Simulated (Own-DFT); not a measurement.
# Misfit strain and the stress it brings: wurtzite AlN, 72 atoms (Al36N36)

The numbers are computed, not measured, by runs of the plane-wave DFT program Own-DFT (in-house, retired, unreviewed) at fixed positions, with no spin and no spin-orbit coupling.

All runs used: PBE; PseudoDojo norm-conserving scalar-relativistic files; cutoff 42 hartree; 4 x 4 x 3 k mesh centred on Gamma; Gaussian smearing of 0.01 eV.

Caveats: k mesh not checked against a denser one; stress not checked against mesh or cutoff.

Unstrained cell vectors in Å: (9.336, 0.000, 0.000); (-4.668, 8.085, 0.000); (0.000, 0.000, 9.964). The unstrained cell has measured lattice constants (interpolated for alloys), not those of this functional. That, the random moves and any unrelaxed bonds set the pressure at no strain. Each run strains x and y alike by e, as a substrate would, and holds the height along z. Each coordinate of each atom was shifted by a normal deviate of width 0.05 Å. Stress is positive in tension.

| e (%) | u (Å) | (s_xx + s_yy)/2 (GPa) | s_zz (GPa) |
|---|---|---|---|
| -3.00 | 0.045 | -25.94 | -9.50 |
| -2.25 | 0.053 | -21.33 | -8.41 |
| -2.00 | 0.051 | -18.11 | -9.24 |
| -1.50 | 0.053 | -15.87 | -5.95 |
| -1.25 | 0.051 | -12.91 | -7.44 |
| -0.25 | 0.047 | -6.51 | -6.20 |
| 0.75 | 0.053 | -1.27 | -5.17 |
| 1.75 | 0.049 | ? | ? |
| 2.00 | 0.052 | 4.06 | -0.51 |
| 2.25 | 0.052 | 6.18 | -2.57 |

## Analysis

With e as a fraction, the in-plane stress is -5.5 + 583 e - 3758 e² GPa (errors 13 and 915, scatter 0.68), and s_zz is -5.2 + 151 e GPa (slope ± 21, scatter 1.10). At e = 0 the first slope is C11 + C12 and the second 2 C13, both with the ions held to the strained lattice and at the cell's own pressure. The term in e² is negative: the layer stiffens under compression and softens under tension. A free layer would change its height as e changes, and the in-plane slope would drop by 2 C13²/C33 to the biaxial modulus. At fixed height, a misfit of 1 % moves the in-plane stress by about 5.8 GPa and s_zz by 1.5 GPa.

## Withheld run

The question: what are the two stresses at e = 1.75 %?

Estimate: 3.6 and -2.6 GPa. The hidden result is 3.26 and -2.24 GPa.
